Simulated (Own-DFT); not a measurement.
# Strain and stress in wurtzite AlN, 128 atoms (Al64N64)

Calculated, not measured: single-point runs of Own-DFT, a retired in-house plane-wave DFT program that no person has reviewed, on unrelaxed cells, without spin or spin-orbit coupling.

All runs used: PBE; PseudoDojo norm-conserving scalar-relativistic files; cutoff 42 hartree; 3 x 3 x 3 k mesh centred on Gamma; Gaussian smearing of 0.01 eV.

Caveats: k mesh not checked against a denser one; stress not checked against mesh or cutoff.

Unstrained cell vectors in Å: (12.448, 0.000, 0.000); (-6.224, 10.780, 0.000); (0.000, 0.000, 9.964). The unstrained cell has measured lattice constants (interpolated for alloys), not those of this functional. That, the random moves and any unrelaxed bonds set the pressure at no strain. A uniform strain is put on this cell, atoms riding along. All atoms carry random offsets, Gaussian with a width of 0.05 Å per axis. Strain is the symmetric tensor, in per cent. Stress is positive in tension, and the pressure is minus a third of its trace.

```
run  e_xx (%)  e_yy (%)  e_zz (%)  e_yz (%)  e_xz (%)  e_xy (%)  s_xx (GPa)  s_yy (GPa)  s_zz (GPa)  s_yz (GPa)  s_xz (GPa)  s_xy (GPa)  P (GPa)  E (meV/atom)
  1     -0.61     -1.89      1.27      0.93      1.25     -0.96       -9.85      -15.08       -2.12        1.92        2.46       -4.67     9.02          31.8
  2      1.17      1.05      1.82     -1.05      1.25     -1.75        0.27        1.29        4.09       -1.99        2.40       -7.00    -1.88          17.7
  3     -1.49      1.38      0.05      0.37      0.70     -1.43      -11.53       -0.02       -5.35        0.61        1.01       -5.23     5.64           8.3
  4      1.49      0.01      0.51      0.11     -0.24     -0.24        0.29       -4.25       -0.08        0.30       -0.71       -0.65     1.35           0.3
  5      1.11      0.22      0.34     -1.41     -0.06     -0.09        0.48       -2.71       -5.51       -4.21       -0.27        0.45     2.58          16.7
  6     -1.50     -1.91      1.15     -0.11      0.68     -1.42      -14.04      -17.44       -3.00       -1.68        1.83       -5.09    11.49          46.3
  7      0.86      0.52      1.20      0.39      1.57      1.15       -0.56       -0.63       -0.34        0.94        3.20        2.07     0.51          12.1
  8     -0.84     -1.50     -1.78     -1.22      0.99      1.93      -12.51      -16.12      -16.90       -3.92        2.89        7.47    15.18          44.6
  9      0.62      1.28      0.45     -1.90     -1.26     -1.33       -1.14        0.16       -1.01       -4.85       -3.07       -4.66     0.66           0.0
 10      1.90     -1.47      1.71      0.22      0.87     -0.98        2.57       -9.90        2.08        1.09        2.35       -3.74     1.75          18.0
 11     -0.52      0.99      1.81     -0.78     -0.48      0.85       -5.44        0.28        0.90       -1.72       -1.02        1.74     1.42          15.4
 12      0.98     -1.92      1.47     -1.19     -1.73      0.83       -3.47      -12.89        0.81       -2.81       -3.68        4.34     5.18          26.9
 13      1.12     -0.46     -0.30     -0.80      1.23      0.08       -1.57       -7.32       -6.55       -2.29        2.75       -0.06     5.15          18.6
 14      0.48      1.78     -0.10     -1.09     -0.39      1.61       -2.96        2.56       -3.90       -3.00       -0.72        4.63     1.43          18.0
 15     -1.88      0.65     -1.32      1.02      1.78      1.48      -17.30       -7.25      -10.86        2.85        5.28        7.72    11.80          43.7
 16      1.29     -0.19     -1.26     -0.13     -0.49     -1.05           ?           ?           ?           ?           ?           ?        ?             ?
```

E is the free energy for each atom above the lowest run shown.

## Working it out

Least squares on the runs shown: each stress against a constant and the strains, taken as fractions with shears doubled. Shear strains stay in the fit of a normal stress only where such slopes are resolved. The slopes, in GPa:

```
stress,at no strain,per e_xx,per e_yy,per e_zz,scatter
s_xx,-6.4,465 ± 23,95 ± 19,84 ± 26,0.96
s_yy,-6.3,120 ± 19,496 ± 16,94 ± 21,0.79
s_zz,-5.6,81 ± 34,84 ± 28,431 ± 38,1.41
```

The slope of each shear stress on twice its own strain, from a fit on all six strains: yz 137 ± 11, xz 112 ± 8, xy 169 ± 14 GPa. These are stiffnesses along x, y and z of the frame in which the cell vectors are given, with the crystal's c axis along z: C11, C12, C13 and C33. Hexagonal symmetry asks that xx and yy behave alike, which is a second check on the noise. The atoms are held to the strained lattice; where symmetry lets them move under strain, relaxing them would lower some slopes. Slopes across the diagonal should nearly agree, so their difference gauges the noise. A ninth of the table's sum, 217 ± 4 GPa, estimates the bulk modulus near the mean pressure of these runs, 4.8 GPa, so it lies above the value at zero pressure.

## Test on the hidden row

Q: what normal stresses and pressure should run 16 give?

The fitted form gives s_xx = -1.6, s_yy = -6.8, s_zz = -10.2 and P = 6.2 GPa. The hidden result is -0.72, -6.25, -11.40 and P = 6.13 GPa.
